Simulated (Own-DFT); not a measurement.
# Response to strain: diamond-structure SiGeSn with randomly placed atoms, 64 atoms (Ge44Si16Sn4)

These are calculations, not measurements. The program, named Own-DFT, is a retired in-house plane-wave density functional code that no person has reviewed. Each row is one single-point run on a periodic cell that was not relaxed, without spin or spin-orbit coupling.

Settings of every run: PBE; PseudoDojo norm-conserving scalar-relativistic files; cutoff 49 hartree; 3 x 3 x 3 k mesh centred on Gamma; Fermi-Dirac smearing of 0.1 eV.

Known limits: forces on such cells moved up to 12 meV/angstrom on a denser k mesh; stress not checked against mesh or cutoff.

Unstrained cell vectors in Å: (11.306, 0.000, 0.000); (0.000, 11.306, 0.000); (0.000, 0.000, 11.306). The unstrained cell has measured lattice constants (interpolated for alloys), not those of this functional. That, the random moves and any unrelaxed bonds set the pressure at no strain. Each run strains this cell uniformly, with the atoms carried along. Every atom was also moved at random, by a Gaussian of width 0.05 Å on each axis. The random placing of the alloy's atoms differs from row to row. Strain is the symmetric tensor, in per cent. Stress is positive in tension, and the pressure is minus a third of its trace.

```
run,e_xx (%),e_yy (%),e_zz (%),s_xx (GPa),s_yy (GPa),s_zz (GPa),P (GPa),E (meV/atom)
1,-1.25,-1.25,0.00,-6.80,-6.95,-6.23,6.66,49.9
2,0.25,0.25,0.00,-3.84,-3.85,-4.01,3.90,11.3
3,-0.75,-0.75,0.00,-5.43,-5.44,-4.83,5.23,6.2
4,2.25,2.25,0.00,-0.82,-0.76,-1.96,1.18,11.7
5,3.00,3.00,0.00,0.54,0.50,-1.39,0.12,2.2
6,1.50,1.50,0.00,-1.59,-1.65,-2.65,1.96,0.0
7,2.75,2.75,0.00,0.11,0.22,-1.58,0.42,0.0
8,-2.25,-2.25,0.00,-8.93,-9.08,-7.57,8.53,67.8
9,1.75,1.75,0.00,?,?,?,?,?
```

E is the free energy for each atom above the lowest run shown.

## Worked fit

The change of volume is close to e_xx + e_yy + e_zz. A straight line through the runs shown gives P = 4.60 - 77 x (fractional change of volume) GPa, with an error of 3 on the slope and a scatter of 0.36 GPa. The strain isn't the same on all axes, but the crystal is cubic, so the slope still estimates the bulk modulus, averaged over pressures from 0.1 to 8.5 GPa.

## Withheld run

Question: what pressure should run 9 give? Its volume changes by 3.53 %.

The line gives 1.9 GPa. The calculation gave 1.84 GPa.
